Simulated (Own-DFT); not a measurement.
Simulation results for TiO₂ (rutile, strained, atoms displaced)

A calculation, not a measurement: plane-wave PBE density functional theory by an unreviewed code, no spin, of a simulated periodic cell, stress positive in tension, free energy of the whole cell less one offset for each atom, oxygen file: force components 24 meV/angstrom off all-electron in one glass; forces on such cells passed a denser k mesh, this cell's mesh not checked; offsets are fitted by least squares, one for each functional and potential file, so energies compare only between cells with the same atoms and settings and are not formation energies; the far tail of each file's local potential was reset to the Coulomb form; each entry is a single point on an unrelaxed cell, so the pressure reflects the starting lattice, mostly measured values (interpolated for alloys), from which strain is counted, and rises with the displacements; printed positions are rounded, which can move forces by about a meV/angstrom; the program, named Own-DFT, is a retired in-house code; no spin-orbit coupling; before rounding, a Quantum ESPRESSO 7.3.1 run of the same cell and cutoff gave forces within 1 meV/angstrom rms on each cell, which checks the program and not the settings. Program: Own-DFT development build.

Settings shared by all entries: functional PBE; potential files PseudoDojo norm-conserving, scalar-relativistic, standard set; wave cutoff 72 hartree; occupations Fermi-Dirac; smearing width 0.1 eV; k mesh 3 x 3 x 3 centred on Gamma.

(1) TiO₂ (rutile, strained, atoms displaced)

```
TiO2
1.0
      9.3236     0.0287    -0.1594
      0.0287     9.3425     0.0466
     -0.1540     0.0450     8.8988
Ti O Ti O Ti O Ti O Ti O Ti O Ti O Ti O Ti O Ti O Ti O Ti O
2 4 2 4 2 4 2 4 2 4 2 4 2 4 2 4 2 4 2 4 2 4 2 4
Direct
  0.00382 0.98786 0.99720
  0.24632 0.24903 0.16739
  0.14539 0.14226 0.00438
  0.34902 0.35748 0.00903
  0.40390 0.08965 0.18110
  0.10029 0.39878 0.15830
  0.00132 0.00100 0.33177
  0.26121 0.24577 0.50011
  0.15284 0.14431 0.32674
  0.34489 0.35343 0.34171
  0.39843 0.10425 0.50338
  0.08882 0.40235 0.50183
  0.98642 0.00251 0.66347
  0.25749 0.25130 0.83203
  0.15307 0.15427 0.66433
  0.36525 0.34142 0.66856
  0.38585 0.10082 0.83134
  0.09766 0.40653 0.83734
  0.00560 0.50930 0.00187
  0.25461 0.74518 0.16030
  0.15007 0.64477 0.00546
  0.34795 0.85605 0.99323
  0.40372 0.60320 0.16986
  0.08901 0.89319 0.17067
  0.99482 0.49738 0.33089
  0.24873 0.74918 0.50672
  0.14311 0.64762 0.33131
  0.34897 0.85265 0.34589
  0.40460 0.60094 0.50756
  0.10047 0.91773 0.48970
  0.99959 0.50597 0.65596
  0.24574 0.74871 0.81954
  0.14884 0.65777 0.66782
  0.34059 0.84715 0.66435
  0.39792 0.60137 0.83965
  0.09134 0.89171 0.84170
  0.50109 0.99525 0.99924
  0.75670 0.24838 0.16475
  0.65649 0.15717 0.00096
  0.84893 0.34848 0.99987
  0.90592 0.10185 0.17828
  0.60266 0.39658 0.16582
  0.51346 0.99912 0.34098
  0.74438 0.24861 0.49455
  0.65292 0.15060 0.34345
  0.83917 0.34446 0.33350
  0.89897 0.10054 0.49935
  0.58931 0.40324 0.50241
  0.50231 0.99968 0.66970
  0.74698 0.25005 0.83106
  0.65621 0.15932 0.66654
  0.85978 0.35175 0.67241
  0.91299 0.10321 0.83383
  0.60639 0.39973 0.83410
  0.50863 0.50126 0.00156
  0.73998 0.74805 0.16649
  0.66657 0.65474 0.99672
  0.84845 0.84642 0.99656
  0.91085 0.59640 0.16625
  0.60385 0.90746 0.16641
  0.50341 0.50727 0.33080
  0.75492 0.75638 0.50046
  0.65231 0.64223 0.33342
  0.85262 0.83616 0.32599
  0.91022 0.60068 0.49845
  0.60076 0.90202 0.49737
  0.49877 0.49477 0.66449
  0.73790 0.74820 0.83415
  0.66001 0.63934 0.67517
  0.85210 0.85421 0.66560
  0.89127 0.60259 0.84694
  0.60535 0.89926 0.83230
```

The calculation gives: free energy of cell above offsets -15.356 eV; pressure -0.46 GPa; stress xx 1.03 GPa; stress yy 1.18 GPa; stress zz -0.82 GPa; stress yz 1.67 GPa; stress xz -4.98 GPa; stress xy 1.51 GPa.

Force:
```tsv
element	x (eV/Å)	y (eV/Å)	z (eV/Å)
Ti	-0.111	0.384	0.351
Ti	-0.646	-0.222	-0.283
O	1.644	1.221	0.097
O	0.234	-0.759	-0.524
O	0.468	0.274	-1.309
O	-0.102	-0.298	1.49
Ti	0.592	-0.039	-0.714
Ti	-1.78	0.383	-0.314
O	0.855	1.278	0.455
O	-0.084	-0.285	-0.378
O	1.908	-1.802	0.506
O	0.71	-0.019	0.213
Ti	1.251	1.368	0.394
Ti	-2.565	1.027	0.192
O	0.525	0.604	0.29
O	-1.229	-0.069	0.276
O	2.902	-2.054	-0.142
O	0.615	0.057	-0.463
Ti	-0.965	-1.304	-1.694
Ti	-1.309	0.762	1.117
O	1.831	1.857	-0.006
O	0.214	-0.449	0.595
O	0.62	-0.119	-0.524
O	0.71	-0.007	-0.144
Ti	1.095	-0.017	-0.553
Ti	-0.248	0.479	-3.811
O	1.466	0.717	0.257
O	-0.224	-0.989	-0.347
O	-0.272	0.182	-0.447
O	0.423	-1.613	2.078
Ti	-0.453	-2.695	2.236
Ti	0.109	0.212	2.317
O	-0.055	-0.124	-0.433
O	1.13	0.854	0.686
O	0.703	-0.357	-0.1
O	0.487	-0.009	-0.769
Ti	-1.088	0.876	1.554
Ti	1.26	0.196	-1.665
O	-0.996	-1.218	-0.421
O	-0.607	-0.734	0.7
O	-1.055	0.251	-1.056
O	-1.224	1.44	0.29
Ti	-2.434	0.734	-2.478
Ti	1.234	1.12	0.904
O	-0.408	-0.348	-0.592
O	0.494	0.742	0.626
O	-0.273	-0.151	0.139
O	0.679	-0.191	-0.141
Ti	-0.519	0.966	-0.267
Ti	2.169	1.103	1.014
O	-1.392	-1.631	-0.264
O	-1.311	-0.388	-0.415
O	-0.615	-0.633	-0.614
O	-1.275	1.094	0.721
Ti	-0.799	-1.383	-0.729
Ti	2.247	0.48	-0.06
O	-2.279	-1.319	0.928
O	-0.692	0.168	0.793
O	-1.403	0.439	0.358
O	-0.106	-0.476	0.068
Ti	-0.525	-1.369	0.738
Ti	1.058	-0.739	-0.016
O	0.644	1.18	0.145
O	-1.173	-0.073	1.172
O	-1.51	1.064	-0.619
O	0.378	-0.597	2.153
Ti	0.47	0.26	0.074
Ti	3.103	-1.301	-0.217
O	-0.066	1.169	-1.397
O	-1.193	-1.177	-0.742
O	0.951	-0.031	-1.012
O	-2.194	2.05	-0.268
```

(2) TiO₂ (rutile, strained, atoms displaced)

```
TiO2
1.0
      9.0581    -0.1272    -0.0856
     -0.1272     9.2282    -0.0278
     -0.0827    -0.0269     8.8900
Ti O Ti O Ti O Ti O Ti O Ti O Ti O Ti O Ti O Ti O Ti O Ti O
2 4 2 4 2 4 2 4 2 4 2 4 2 4 2 4 2 4 2 4 2 4 2 4
Direct
  0.99644 0.00659 0.00334
  0.23837 0.26407 0.17268
  0.15689 0.14667 0.99935
  0.35378 0.34390 0.00710
  0.39801 0.09314 0.16178
  0.10447 0.40704 0.16734
  0.99606 0.99553 0.33692
  0.25123 0.24440 0.49936
  0.15822 0.15202 0.34037
  0.34207 0.35012 0.33002
  0.39604 0.10541 0.51441
  0.08698 0.40521 0.50171
  0.99964 0.99225 0.65818
  0.25028 0.25291 0.82570
  0.14854 0.15118 0.66362
  0.34196 0.34672 0.67280
  0.40065 0.09527 0.84079
  0.10265 0.39643 0.83408
  0.99738 0.49635 0.99922
  0.25377 0.75378 0.16893
  0.16640 0.66157 0.00175
  0.34588 0.84516 0.00100
  0.41162 0.59277 0.15998
  0.10233 0.90903 0.16990
  0.99589 0.49329 0.33385
  0.24851 0.75411 0.49475
  0.14577 0.65053 0.33592
  0.34502 0.85106 0.33473
  0.40260 0.59171 0.50653
  0.08847 0.90533 0.50174
  0.00632 0.50440 0.66580
  0.24472 0.75063 0.82280
  0.15354 0.65062 0.67310
  0.34423 0.84417 0.66239
  0.40697 0.59771 0.83382
  0.10068 0.89732 0.83642
  0.49851 0.99735 0.00949
  0.74949 0.25232 0.17628
  0.64080 0.15232 0.99956
  0.85017 0.35062 0.00123
  0.90191 0.09966 0.16212
  0.59253 0.39840 0.16000
  0.50763 0.00329 0.33844
  0.74793 0.23846 0.49004
  0.64400 0.14435 0.32699
  0.84735 0.35086 0.33804
  0.90526 0.10092 0.49624
  0.59877 0.40081 0.50629
  0.50146 0.00385 0.66640
  0.75077 0.25384 0.83662
  0.65565 0.15275 0.64487
  0.85611 0.35118 0.65693
  0.91292 0.10757 0.83765
  0.60119 0.39850 0.83498
  0.49709 0.48956 0.99678
  0.74870 0.74893 0.16244
  0.65918 0.64222 0.99890
  0.84137 0.84178 0.99728
  0.90075 0.60197 0.16461
  0.59971 0.89387 0.16441
  0.49193 0.49932 0.33666
  0.75583 0.75446 0.51144
  0.64967 0.65423 0.33391
  0.84897 0.85167 0.33475
  0.89604 0.60075 0.50174
  0.59795 0.89927 0.49872
  0.50931 0.50377 0.67089
  0.74673 0.75039 0.83278
  0.65672 0.64888 0.67015
  0.84533 0.84138 0.66089
  0.90361 0.60445 0.83167
  0.59636 0.90588 0.83347
```

The calculation gives: free energy of cell above offsets -15.105 eV; pressure 8.97 GPa; stress xx -10.88 GPa; stress yy -8.15 GPa; stress zz -7.87 GPa; stress yz -1.33 GPa; stress xz -2.89 GPa; stress xy -6.97 GPa.

Force:
```tsv
element	x (eV/Å)	y (eV/Å)	z (eV/Å)
Ti	1.315	-0.125	-0.722
Ti	1.043	-2.52	-2.121
O	-0.514	0.417	0.507
O	-1.086	-0.523	-0.328
O	0.579	-0.25	1.399
O	-1.252	0.608	-0.029
Ti	0.204	-0.041	-2.205
Ti	-0.24	0.628	0.92
O	-0.952	-0.307	-0.766
O	0.509	0.127	0.994
O	0.958	-0.913	-1.248
O	1.163	-0.346	-0.621
Ti	0.607	1.588	2.829
Ti	0.186	-1.127	1.463
O	-0.192	-0.32	-0.178
O	0.795	0.642	-0.624
O	0.137	0.004	-1.556
O	-0.983	1.218	0.598
Ti	0.416	2.016	-0.872
Ti	-0.184	-0.182	-2.205
O	-2.073	-2.058	-0.057
O	0.787	0.453	0.314
O	-0.992	0.729	1.049
O	-0.412	-0.254	0.353
Ti	0.352	2.194	0.778
Ti	0.675	-0.855	-0.191
O	0.63	0.396	0.159
O	0.256	0.004	1.311
O	-0.675	0.666	-0.533
O	1.426	-1.261	-0.074
Ti	-1.616	-1.074	0.09
Ti	0.978	0.69	3.017
O	-0.239	-0.191	-1.917
O	0.727	0.823	-0.497
O	0.03	-0.21	-0.458
O	-1.008	0.651	-0.974
Ti	-1.319	0.103	-0.599
Ti	-0.96	0.426	-2.987
O	2.176	1.31	-0.06
O	-0.499	-0.622	0.309
O	-0.69	0.595	0.865
O	1.706	-1.207	1.503
Ti	-2.385	-2.056	-1.435
Ti	0.66	2.095	3.241
O	1.77	1.81	-0.301
O	-0.837	-0.964	-1.041
O	-0.358	-0.173	0.132
O	-0.058	-0.333	-0.806
Ti	-0.431	-0.434	2.322
Ti	0.361	-0.407	-0.769
O	-0.372	-0.607	1.99
O	-1.218	-0.996	0.815
O	-1.18	-0.374	-0.69
O	0.497	-0.549	-0.618
Ti	-0.207	1.232	0.47
Ti	-0.631	-1.098	0.723
O	-0.084	0.513	-0.485
O	1.079	1.313	0.127
O	0.941	-1.103	-0.027
O	-0.48	0.888	1.117
Ti	1.551	1.452	-0.297
Ti	-1.544	-2.39	-4.202
O	-0.108	-0.357	-0.054
O	-0.031	-0.023	0.195
O	0.704	-0.189	-0.314
O	-0.522	0.685	0.105
Ti	-0.966	-0.535	-0.378
Ti	-0.516	-0.28	2.205
O	-0.314	0.149	-0.574
O	1.606	2.168	2.281
O	0.724	-0.831	0.484
O	0.581	-0.508	-0.853
```

(3) TiO₂ (rutile, strained, atoms displaced)

```
TiO2
1.0
      9.0599     0.0337     0.1585
      0.0337     9.1436     0.0593
      0.1531     0.0573     8.7425
Ti O Ti O Ti O Ti O Ti O Ti O Ti O Ti O Ti O Ti O Ti O Ti O
2 4 2 4 2 4 2 4 2 4 2 4 2 4 2 4 2 4 2 4 2 4 2 4
Direct
  0.00709 0.00482 0.99764
  0.25607 0.24781 0.16918
  0.15517 0.15618 0.00606
  0.35070 0.34553 0.00472
  0.40085 0.10266 0.17186
  0.09171 0.40129 0.16210
  0.99877 0.99939 0.33494
  0.24302 0.25380 0.50151
  0.15716 0.15028 0.32269
  0.35618 0.35263 0.33546
  0.39620 0.09566 0.49619
  0.10119 0.40158 0.49754
  0.00450 0.99773 0.66040
  0.25922 0.24786 0.83479
  0.14826 0.15171 0.67096
  0.35356 0.34551 0.67000
  0.40054 0.10143 0.83664
  0.10238 0.39084 0.82534
  0.00021 0.50765 0.00049
  0.25563 0.75317 0.16073
  0.14354 0.64623 0.00666
  0.34724 0.84989 0.00718
  0.42019 0.59473 0.17026
  0.10655 0.89704 0.16835
  0.00187 0.50009 0.33695
  0.24559 0.75580 0.49967
  0.16395 0.64482 0.32902
  0.35164 0.85201 0.33675
  0.39804 0.60277 0.49720
  0.09896 0.90563 0.50026
  0.99301 0.51063 0.67711
  0.24753 0.73791 0.82459
  0.15011 0.65799 0.66537
  0.34529 0.84946 0.66078
  0.40132 0.59375 0.83573
  0.08356 0.90384 0.82546
  0.50606 0.00448 0.00035
  0.76173 0.25444 0.16175
  0.65425 0.15674 0.00350
  0.84959 0.35487 0.00527
  0.90015 0.09547 0.16423
  0.60622 0.40204 0.15939
  0.49852 0.00656 0.33602
  0.75891 0.24605 0.49528
  0.65550 0.15437 0.33883
  0.85657 0.34786 0.33717
  0.91266 0.10730 0.49812
  0.60059 0.40947 0.49718
  0.50356 0.99893 0.66315
  0.74743 0.25491 0.83547
  0.66052 0.15714 0.66901
  0.84123 0.34689 0.67541
  0.89209 0.09327 0.83328
  0.59165 0.41171 0.83444
  0.50618 0.49801 0.00453
  0.75353 0.74502 0.17048
  0.65138 0.64441 0.00429
  0.86300 0.84626 0.99785
  0.91165 0.60321 0.15879
  0.59492 0.89654 0.16702
  0.48792 0.50009 0.33601
  0.74705 0.75255 0.49920
  0.65084 0.65600 0.33611
  0.84595 0.84653 0.33611
  0.90721 0.60300 0.50516
  0.60689 0.89831 0.49490
  0.49810 0.49186 0.66944
  0.75666 0.75456 0.84415
  0.65318 0.65367 0.66526
  0.85891 0.84561 0.66664
  0.90481 0.60127 0.83686
  0.59535 0.90680 0.83285
```

It finds free energy of cell above offsets -14.679 eV; pressure 15.9 GPa; stress xx -15.21 GPa; stress yy -14.16 GPa; stress zz -18.32 GPa; stress yz 2.55 GPa; stress xz 5.46 GPa; stress xy 1.6 GPa.

Force:
```tsv
element	x (eV/Å)	y (eV/Å)	z (eV/Å)
Ti	-0.102	0.39	-0.695
Ti	-0.594	1.321	-0.892
O	-0.561	-0.884	-0.166
O	0.297	0.504	-0.864
O	1.091	-0.802	-0.356
O	0.61	-0.218	0.527
Ti	0.094	-0.158	-1.45
Ti	-0.208	-0.309	0.274
O	-0.93	-0.404	2.022
O	-1.508	-1.5	0.041
O	0.448	0.054	1.11
O	-0.16	0.103	0.375
Ti	-1.182	0.821	2.127
Ti	-1.318	0.796	0.774
O	0.923	0.429	-0.454
O	-0.36	-0.325	-1.219
O	1.104	-1.253	-0.538
O	-1.115	1.823	-0.057
Ti	1.265	-2.399	0.811
Ti	-0.109	-0.502	1.348
O	2.259	1.704	-0.989
O	0.553	0.317	-1.942
O	-2.276	1.953	-0.702
O	-1.078	0.887	0.195
Ti	0.894	0.282	-0.594
Ti	1.387	-0.775	-2.256
O	-0.762	0.035	0.724
O	-0.25	-0.183	-0.355
O	-0.029	-0.161	0.891
O	0.176	-0.389	-1.295
Ti	0.307	-2.244	-1.452
Ti	0.819	0.506	1.296
O	-0.553	-0.798	0.75
O	0.399	0.237	0.977
O	-1.575	1.56	-0.091
O	2.38	-1.221	0.913
Ti	-0.017	-0.299	0.86
Ti	-1.119	0.156	1.01
O	-0.742	-0.674	0.584
O	0.003	-0.191	-1.2
O	0.415	-0.387	0.558
O	0.115	-0.502	0.841
Ti	0.444	-0.502	-1.022
Ti	-1.449	0.951	0.599
O	-0.133	-0.186	0.007
O	-0.106	0.375	-0.714
O	-0.168	-0.401	-0.307
O	0.383	-0.564	0.385
Ti	0.095	0.342	0.197
Ti	0.615	-0.716	-0.624
O	-1.781	-1.317	-0.008
O	1.582	1.687	-1.034
O	0.418	0.557	0.589
O	1.695	-1.828	-0.558
Ti	-0.5	-0.467	0.681
Ti	-0.78	0.242	0.627
O	1.594	1.794	-0.524
O	-1.5	-0.697	0.153
O	-1.364	0.55	1.695
O	0.304	0.58	-0.591
Ti	1.849	0.232	0.976
Ti	-0.077	-1.531	1.469
O	0.681	-0.169	-0.38
O	1.375	1.005	-1.174
O	0.293	-0.561	-0.28
O	-1.701	1.99	0.878
Ti	1.082	1.227	-1.609
Ti	-0.76	0.495	-1.601
O	-0.009	0.081	0.996
O	-1.049	-0.245	0.114
O	-0.645	0.348	-0.157
O	0.621	-0.57	-0.225
```

(4) TiO₂ (rutile, strained, atoms displaced)

```
TiO2
1.0
      9.2800    -0.0892    -0.0380
     -0.0892     9.2424    -0.0976
     -0.0367    -0.0943     8.7179
Ti O Ti O Ti O Ti O Ti O Ti O Ti O Ti O Ti O Ti O Ti O Ti O
2 4 2 4 2 4 2 4 2 4 2 4 2 4 2 4 2 4 2 4 2 4 2 4
Direct
  0.00964 0.99779 0.00857
  0.24592 0.24386 0.17634
  0.15668 0.14641 0.00417
  0.35015 0.34468 0.00050
  0.39940 0.09481 0.17659
  0.10666 0.40666 0.17095
  0.00530 0.99377 0.33337
  0.24852 0.25076 0.49256
  0.15199 0.14762 0.34039
  0.35394 0.34512 0.33180
  0.40802 0.09842 0.49230
  0.09804 0.40347 0.51495
  0.00277 0.00018 0.66372
  0.25067 0.24503 0.83782
  0.14749 0.15176 0.66443
  0.34082 0.35016 0.66803
  0.39973 0.09872 0.83413
  0.10346 0.39298 0.83598
  0.00403 0.49445 0.99321
  0.24971 0.75686 0.16077
  0.15850 0.65526 0.00912
  0.35738 0.85045 0.00310
  0.40227 0.60045 0.16179
  0.10168 0.90306 0.16973
  0.01146 0.49465 0.34399
  0.24465 0.74334 0.50052
  0.14889 0.66384 0.34080
  0.33845 0.85469 0.32572
  0.40530 0.59605 0.50514
  0.09849 0.90076 0.49858
  0.99370 0.49219 0.66422
  0.25561 0.74085 0.82716
  0.15388 0.66048 0.65977
  0.34481 0.84499 0.66646
  0.39678 0.59802 0.82859
  0.09426 0.90189 0.83843
  0.48885 0.00007 0.00250
  0.74954 0.25768 0.16628
  0.64632 0.15007 0.99610
  0.84860 0.34959 0.99187
  0.89193 0.08967 0.16490
  0.59529 0.39904 0.16100
  0.50567 0.00173 0.33697
  0.75649 0.24700 0.50141
  0.65500 0.15171 0.32955
  0.84767 0.35028 0.32058
  0.90273 0.09479 0.50539
  0.59967 0.40083 0.50164
  0.50383 0.00252 0.66467
  0.74272 0.24718 0.82777
  0.65405 0.14351 0.66783
  0.86220 0.33987 0.66685
  0.89931 0.08675 0.83778
  0.59043 0.40493 0.83193
  0.50611 0.49040 0.00110
  0.75057 0.75067 0.15982
  0.65848 0.65258 0.99469
  0.85132 0.84157 0.99388
  0.90129 0.60889 0.15709
  0.59605 0.89784 0.16031
  0.50940 0.50390 0.32950
  0.74714 0.75283 0.50368
  0.65770 0.65258 0.32800
  0.84423 0.85033 0.34436
  0.90614 0.60439 0.50922
  0.59919 0.90195 0.49494
  0.49535 0.49977 0.66094
  0.74791 0.75151 0.84375
  0.65378 0.65031 0.65950
  0.85486 0.83735 0.67537
  0.90184 0.59105 0.83208
  0.60627 0.90398 0.83848
```

Results for TiO₂ (rutile, strained, atoms displaced): free energy of cell above offsets -15.859 eV; pressure 8.2 GPa; stress xx -5.2 GPa; stress yy -6.01 GPa; stress zz -13.38 GPa; stress yz -3.21 GPa; stress xz -1.53 GPa; stress xy -4.65 GPa.

Force:
```tsv
element	x (eV/Å)	y (eV/Å)	z (eV/Å)
Ti	-1.558	0.201	-2.519
Ti	1.077	0.489	-1.857
O	-0.048	0.369	0.221
O	-0.084	-0.076	0.516
O	-0.258	0.673	-0.641
O	-0.437	-0.254	0.553
Ti	-2.025	-0.876	0.465
Ti	1.478	0.061	3.001
O	-0.302	0.427	-0.711
O	-0.643	-0.056	0.46
O	-0.527	0.507	1.341
O	0.883	-0.661	-2.412
Ti	-0.497	-0.826	2.248
Ti	0.158	0.367	-0.799
O	0.747	0.224	-0.379
O	0.261	-0.461	-0.309
O	0.314	-0.384	-0.806
O	-0.529	0.939	0.029
Ti	-0.631	1.109	0.627
Ti	1.466	-0.284	1.162
O	-1.047	-0.961	-1.734
O	-1.418	-0.876	-0.555
O	0.817	-0.747	0.738
O	-0.372	0.088	0.213
Ti	-0.722	1.766	-1.722
Ti	1.545	1.646	-0.432
O	-1.213	-2.159	-1.586
O	1.146	0.125	1.167
O	-0.371	0.216	-1.403
O	-0.149	0.349	-0.204
Ti	-0.585	2.248	1.987
Ti	-0.131	0.66	0.418
O	-1.073	-1.474	1.054
O	1.076	1.077	0.46
O	0.352	-0.133	0.495
O	0.803	-0.29	-0.13
Ti	1.555	0.162	0.276
Ti	0.147	-2.05	-1.644
O	0.779	1.232	-0.323
O	-0.269	-0.406	0.544
O	0.873	0.282	0.486
O	0.339	0.022	0.687
Ti	-0.38	-1.193	-1.445
Ti	-0.339	-0.435	-1.215
O	0.466	0.622	0.454
O	0.85	0.57	1.884
O	-0.636	0.855	-0.799
O	0.5	-0.495	-0.484
Ti	-0.945	-1.466	0.883
Ti	0.739	-0.902	2.815
O	0.446	1.039	-1.136
O	-1.641	-0.765	-0.162
O	-0.286	1.098	-0.216
O	1.187	-1.012	-0.397
Ti	-1.643	1.05	-0.53
Ti	0.921	0.381	1.374
O	-1.49	-1.422	0.769
O	0.587	0.644	1.185
O	0.882	-1.271	0.749
O	0.069	0.435	0.398
Ti	-0.563	1.052	0.38
Ti	0.846	0.073	0.957
O	-0.865	-1.061	0.162
O	0.747	0.402	-0.961
O	0.625	-1.606	-0.865
O	-0.339	0.088	0.87
Ti	0.344	0.301	0.464
Ti	0.206	0.528	-3.018
O	-0.642	-0.377	0.458
O	-0.194	0.574	-0.961
O	0.795	-0.428	0.317
O	-1.174	0.455	-0.917
```
